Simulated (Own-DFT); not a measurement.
# Strain and stress in diamond-structure SiGeSn with randomly placed atoms, 64 atoms (Ge48Si8Sn8)

Calculated results; nothing here was measured. They come from Own-DFT, an in-house plane-wave density functional program, since retired, whose code no person has reviewed. Each row is one single-point run on a periodic cell that was not relaxed, without spin or spin-orbit coupling.

Settings of every run: PBE; PseudoDojo norm-conserving scalar-relativistic files; cutoff 49 hartree; 3 x 3 x 3 k mesh centred on Gamma; Fermi-Dirac smearing of 0.1 eV.

Known limits: forces on such cells moved up to 12 meV/angstrom on a denser k mesh; stress not checked against mesh or cutoff.

Unstrained cell vectors in Å: (11.467, 0.000, 0.000); (0.000, 11.467, 0.000); (0.000, 0.000, 11.467). The unstrained cell has measured lattice constants (interpolated for alloys), not those of this functional. That, the random moves and any unrelaxed bonds set the pressure at no strain. Each run strains this cell uniformly, with the atoms carried along. Every atom was also moved at random, by a Gaussian of width 0.05 Å on each axis. The random placing of the alloy's atoms differs from row to row. Strain is the symmetric tensor, in per cent. Stress is positive in tension, and the pressure is minus a third of its trace.

```
run  e_xx (%)  e_yy (%)  e_zz (%)  s_xx (GPa)  s_yy (GPa)  s_zz (GPa)  P (GPa)  E (meV/atom)
  1      2.50      2.50      0.00       -1.05       -1.31       -2.64     1.67           0.0
  2     -2.25     -2.25      0.00       -9.48       -9.77       -8.23     9.16          77.7
  3     -3.00     -3.00      0.00      -10.93      -10.91       -8.93    10.26          73.4
  4      0.25      0.25      0.00       -4.79       -4.70       -5.03     4.84          31.9
  5     -0.50     -0.50      0.00       -5.80       -5.75       -5.39     5.65          13.0
  6     -2.00     -2.00      0.00       -8.95       -8.88       -7.73     8.52          61.7
  7     -1.25     -1.25      0.00       -7.18       -7.17       -6.33     6.90          24.8
  8     -0.25     -0.25      0.00       -5.58       -5.70       -5.26     5.52          24.8
  9      2.25      2.25      0.00           ?           ?           ?        ?             ?
```

E is the free energy for each atom above the lowest run shown.

## Worked fit

The change of volume is close to e_xx + e_yy + e_zz. A straight line through the runs shown gives P = 5.30 - 79 x (fractional change of volume) GPa, with an error of 4 on the slope and a scatter of 0.34 GPa. The strain isn't the same on all axes, but the crystal is cubic, so the slope still estimates the bulk modulus, averaged over pressures from 1.7 to 10.3 GPa.

## Withheld run

Question: what pressure should run 9 give? Its volume changes by 4.55 %.

The line gives 1.7 GPa. The calculation gave 1.52 GPa.
